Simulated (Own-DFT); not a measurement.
# Computed records: HfO₂ (monoclinic hafnia, atoms displaced)

Computed with Own-DFT development build. A calculation, not a measurement: plane-wave density functional theory by an unreviewed code, no spin, of a simulated periodic cell, stress positive in tension, run twice, with PBE and with PBEsol, both on files made for PBE, so the change isn't that of files made for PBEsol, hafnium file: forces about 75 meV/angstrom off all-electron values; oxygen file: force components 24 meV/angstrom off all-electron in one glass; forces on such cells passed a denser k mesh, this cell's mesh not checked; the far tail of each file's local potential was reset to the Coulomb form; each entry is a single point on an unrelaxed cell, so the pressure reflects the starting lattice, mostly measured values (interpolated for alloys), from which strain is counted, and rises with the displacements; printed positions are rounded, which can move forces by about a meV/angstrom; the program, named Own-DFT, is a retired in-house code; no spin-orbit coupling; stress was not checked against mesh or cutoff.

```xyz
96
Lattice="10.2340 0.0000 0.0000 0.0000 10.3500 0.0000 -1.6955 0.0000 10.4453" Properties=species:S:1:pos:R:3:PBE_force_x:R:1:PBE_force_y:R:1:PBE_force_z:R:1:PBEsol_force_x:R:1:PBEsol_force_y:R:1:PBEsol_force_z:R:1 formula=HfO2 functional=PBE,then_PBEsol potential_files=PseudoDojo_norm-conserving,scalar-relativistic,standard_set wave_cutoff=72 occupations=Fermi-Dirac smearing_width=0.1 k_mesh=2_x_2_x_2_centred_on_Gamma PBE_pressure=8.23 PBE_stress_xx=-7.73 PBE_stress_yy=-8.25 PBE_stress_zz=-8.71 PBE_stress_yz=0.77 PBE_stress_xz=-0.69 PBE_stress_xy=-0.26 PBEsol_pressure=1.75 PBEsol_stress_xx=-1.23 PBEsol_stress_yy=-1.83 PBEsol_stress_zz=-2.18 PBEsol_stress_yz=0.74 PBEsol_stress_xz=-0.29 PBEsol_stress_xy=-0.27 rms_change_of_force_components_from_PBE_to_PBEsol=0.06
Hf     1.2253     0.2842     1.1294     -2.207     -0.796     -1.847     -2.148     -0.739     -1.869
Hf     3.4961     2.6741     1.5369     -0.686      2.049      0.131     -0.662      2.026      0.169
Hf     3.0707     5.0634     4.2826     -2.327     -3.414     -3.021      -2.29     -3.342     -2.915
Hf     0.7817     2.3560     3.6050       -0.7      1.058      2.073     -0.726      0.995      1.985
O      0.0303     1.7822     1.8792      0.263     -1.401     -1.762      0.286     -1.333     -1.672
O      4.6368     4.2887     0.7010      -0.26     -1.922       2.78     -0.251     -1.825      2.654
O      4.2446     3.4190     3.4018     -0.455      0.634       0.07     -0.425      0.566      0.009
O     -0.4058     0.8845     4.4364      0.391     -0.469     -0.221      0.414      -0.46     -0.172
O      1.9528     4.0199     2.4342      0.388     -2.259      0.689      0.411     -2.204      0.642
O      2.8182     1.2229     0.0849      1.375      0.069      0.405      1.271      0.047      0.401
O      2.2829     1.2127     2.6640      1.602      0.285      1.201      1.504      0.279      1.151
O      1.4239     3.8052     5.0363      0.448      0.279      0.961      0.493      0.281       0.95
Hf     0.4910     0.2885     6.3456     -2.988     -0.326     -1.182     -2.906     -0.256     -1.142
Hf     2.5277     2.7596     6.6647     -0.911      2.861      2.054     -0.892      2.821      2.041
Hf     2.1761     4.9217     9.4821     -1.146      0.013     -4.175     -1.102     -0.027     -4.023
Hf    -0.0572     2.3809     8.9403     -1.246     -0.664     -0.731      -1.19     -0.662     -0.741
O     -0.7280     1.6204     6.9748     -2.274      1.751      0.451     -2.162      1.704      0.467
O      3.7484     4.3017     6.0935      1.041      0.617      0.099      1.004      0.613      0.024
O      3.2623     3.3550     8.6472      0.261      0.582      0.201      0.261       0.55      0.149
O     -1.1380     0.8036     9.7428     -0.437      1.388     -1.899     -0.393      1.328     -1.796
O      0.9087     3.8911     7.7473      1.067      0.672     -1.312      1.085      0.625     -1.278
O      1.9663     1.3093     5.4109      0.886     -0.881     -2.207      0.806     -0.875     -2.116
O      1.3826     1.3140     7.9245      3.084     -1.658      1.008      2.947     -1.623      0.954
O      0.5869     3.7209    10.2898      0.826      1.086      1.778      0.846      1.075      1.722
Hf     1.2468     5.2983     1.0538     -0.375      0.517       0.17     -0.346      0.505      0.141
Hf     3.5293     8.0178     1.5048     -3.278     -4.416      0.308     -3.183     -4.282      0.374
Hf     2.9653    10.1056     4.0905      1.101      1.336     -0.295      1.066      1.258     -0.244
Hf     0.8000     7.6177     3.6920      1.129     -2.111     -0.226      1.118     -2.113     -0.264
O     -0.0055     6.9289     1.8428      1.252     -1.017      0.141      1.198     -0.935      0.209
O      4.6168     9.4167     0.9639      0.439      1.845     -3.042      0.437      1.801     -2.978
O      4.2062     8.5814     3.2997     -0.827      1.194       2.07     -0.802       1.14      1.958
O     -0.2717     5.9379     4.5025     -1.718      1.777     -2.265     -1.677      1.707     -2.161
O      1.8728     9.0730     2.4633      0.163     -0.304      0.835      0.222     -0.293      0.836
O      2.8378     6.4752     0.0806      0.002       1.26      1.026     -0.051      1.209      0.993
O      2.3749     6.3569     2.7025     -0.346      1.966       0.28     -0.404      1.917       0.29
O      1.5160     8.9741     5.2382     -1.117     -0.169     -2.807     -1.006     -0.156     -2.732
Hf     0.3910     5.4410     6.2928      0.337     -1.104      3.178      0.335     -1.039      3.077
Hf     2.6830     8.0881     6.7113     -2.145     -4.341      0.635     -2.107     -4.184      0.629
Hf     2.1382    10.0637     9.3066      0.073       3.22      0.301      0.005      3.147      0.303
Hf    -0.0057     7.6744     9.0240       -1.1     -4.371     -2.511     -1.076     -4.332     -2.508
O     -0.8477     6.8990     7.1975      0.218     -1.345     -2.298      0.215     -1.264     -2.218
O      3.6645     9.4808     5.8809      3.773      1.532      1.407      3.625        1.5      1.335
O      3.4515     8.5089     8.6055     -3.721      3.304      0.494     -3.635      3.206      0.402
O     -1.1175     5.9316     9.6137     -0.532      1.212     -0.156     -0.523      1.168      -0.11
O      1.0507     9.1587     7.6501       1.49     -0.931      2.179      1.518     -0.891      2.135
O      1.9600     6.4589     5.2699      0.125      1.833      1.248      0.064      1.761      1.196
O      1.4934     6.4571     7.9521      0.534      0.539     -0.348      0.433       0.54     -0.338
O      0.4515     9.1173    10.2498      2.745      0.087       1.29      2.728      0.102      1.223
Hf     6.3154     0.0618     1.0938       2.69       3.95     -0.848      2.654      3.883     -0.827
Hf     8.5921     2.8412     1.4235     -1.058     -1.625      0.245     -1.027     -1.529      0.249
Hf     8.1337     5.0550     4.0269      2.102      -2.67      0.737      2.074     -2.616      0.729
Hf     5.9697     2.3547     3.6818     -0.571     -1.419     -0.617     -0.581     -1.408     -0.618
O      5.1186     1.6540     1.8293      0.901     -0.904     -0.757       0.86     -0.854     -0.693
O      9.8443     4.1475     0.7547      0.556      1.762     -0.378      0.543      1.725     -0.377
O      9.4148     3.5280     3.3415     -1.845       1.44      0.477     -1.797      1.379       0.42
O      4.7558     0.9132     4.3487     -0.761     -1.788      1.454     -0.739     -1.743      1.436
O      6.9579     3.8183     2.5418      0.641      1.936     -0.347      0.681      1.877     -0.344
O      6.2027     1.4053    10.3981      0.352     -0.086      1.207      0.282     -0.065      1.158
O      7.5122     1.1857     2.6528     -0.244     -0.342      0.688      -0.32     -0.343      0.681
O      6.4627     3.5968     5.1927     -0.227      4.081     -0.843     -0.161      3.974     -0.801
Hf     5.5182     0.2712     6.4944     -0.028      1.445     -2.546      0.024      1.499      -2.48
Hf     7.6903     2.9467     6.6317       2.18     -4.333      3.445      2.087     -4.195      3.357
Hf     7.2864     5.0744     9.1813      1.872     -1.991      3.833      1.819     -1.976      3.769
Hf     5.0816     2.3993     8.8428      0.136      0.633      2.638      0.113      0.536      2.579
O      4.2019     1.7502     7.0819      2.443     -2.379     -1.276      2.411     -2.307     -1.196
O      8.8511     4.2802     6.0411      0.817      2.527     -1.574       0.78      2.465     -1.564
O      8.5396     3.4615     8.6566     -2.018      0.659     -1.055     -1.958      0.649     -1.071
O      3.9993     0.8979     9.5912     -2.641     -2.628      0.195     -2.556     -2.561      0.218
O      6.1738     3.9554     7.6753     -0.308      0.391      0.166     -0.222      0.392       0.13
O      7.1635     1.3593     5.4611     -1.341     -2.464     -1.193     -1.377     -2.385     -1.143
O      6.7494     1.2049     7.9570     -1.655      1.249     -1.732     -1.709      1.176     -1.699
O      5.8293     3.8630    10.3831     -1.094      0.875     -1.466     -1.002      0.847     -1.422
Hf     6.2568     5.3400     1.1111      2.302     -0.588     -1.429      2.202     -0.533     -1.473
Hf     8.6044     7.9539     1.6370     -0.392       1.43     -3.805     -0.361      1.398     -3.668
Hf     8.0571    10.0079     4.1733      2.157      4.825     -0.298      2.088      4.662     -0.298
Hf     5.8495     7.5887     3.7412      0.526     -0.668     -1.701      0.548     -0.688     -1.695
O      5.2094     6.8205     1.8078     -0.702      1.319      1.036     -0.681       1.31      1.051
O      9.7974     9.5420     0.6570     -0.401     -1.726      2.321     -0.382     -1.643      2.205
O      9.3035     8.6765     3.4253      0.675     -0.585      0.315      0.634     -0.602       0.26
O      4.6824     6.0544     4.4727       2.41      1.393          0      2.358      1.345      0.058
O      6.8932     9.1372     2.5776      0.352     -1.719      0.236      0.387     -1.678      0.246
O      7.9347     6.5136     0.0463     -0.161      0.443       0.63     -0.207      0.416      0.587
O      7.5642     6.5179     2.7754     -0.677     -0.482     -0.524     -0.691     -0.465     -0.477
O      6.6166     9.0106     5.0782     -1.785     -0.267      1.963     -1.651     -0.279      1.877
Hf     5.6118     5.3979     6.2695     -2.388     -0.638      0.469     -2.351     -0.577      0.451
Hf     7.7774     7.9708     6.6513      1.229     -0.422      2.348      1.257     -0.361      2.347
Hf     7.3327    10.0693     9.1954       2.44      2.532      5.614      2.348      2.425      5.533
Hf     5.0541     7.6123     8.8390      3.111     -3.306      3.043      3.059     -3.267      2.907
O      4.4046     6.8985     6.9998     -0.086      0.274     -0.488     -0.061      0.293      -0.42
O      9.0203     9.3300     6.1185     -0.562      0.799     -1.709     -0.599      0.766     -1.689
O      8.5118     8.6085     8.5614     -0.454      0.151      0.166     -0.445      0.145      0.118
O      3.8858     5.9612     9.7423      0.882      1.651     -1.518      0.844      1.568     -1.394
O      6.1862     9.1392     7.9105     -2.107     -1.294     -4.095     -2.005     -1.257     -3.975
O      7.0210     6.5598     5.1564      0.598     -1.159      1.884      0.512     -1.135      1.828
O      6.6555     6.4832     7.9333     -0.081      0.293      -1.92     -0.126      0.264     -1.868
O      5.8765     9.1418    10.4089     -2.001     -1.643     -0.145     -1.895     -1.564     -0.143
```

Units: wave_cutoff in hartree; smearing_width in eV; PBE_pressure, PBE_stress_xx, PBE_stress_yy, PBE_stress_zz, PBE_stress_yz, PBE_stress_xz, PBE_stress_xy, PBEsol_pressure, PBEsol_stress_xx, PBEsol_stress_yy, PBEsol_stress_zz, PBEsol_stress_yz, PBEsol_stress_xz, PBEsol_stress_xy in GPa; rms_change_of_force_components_from_PBE_to_PBEsol, PBE_force_x, PBE_force_y, PBE_force_z, PBEsol_force_x, PBEsol_force_y, PBEsol_force_z in eV/Å.
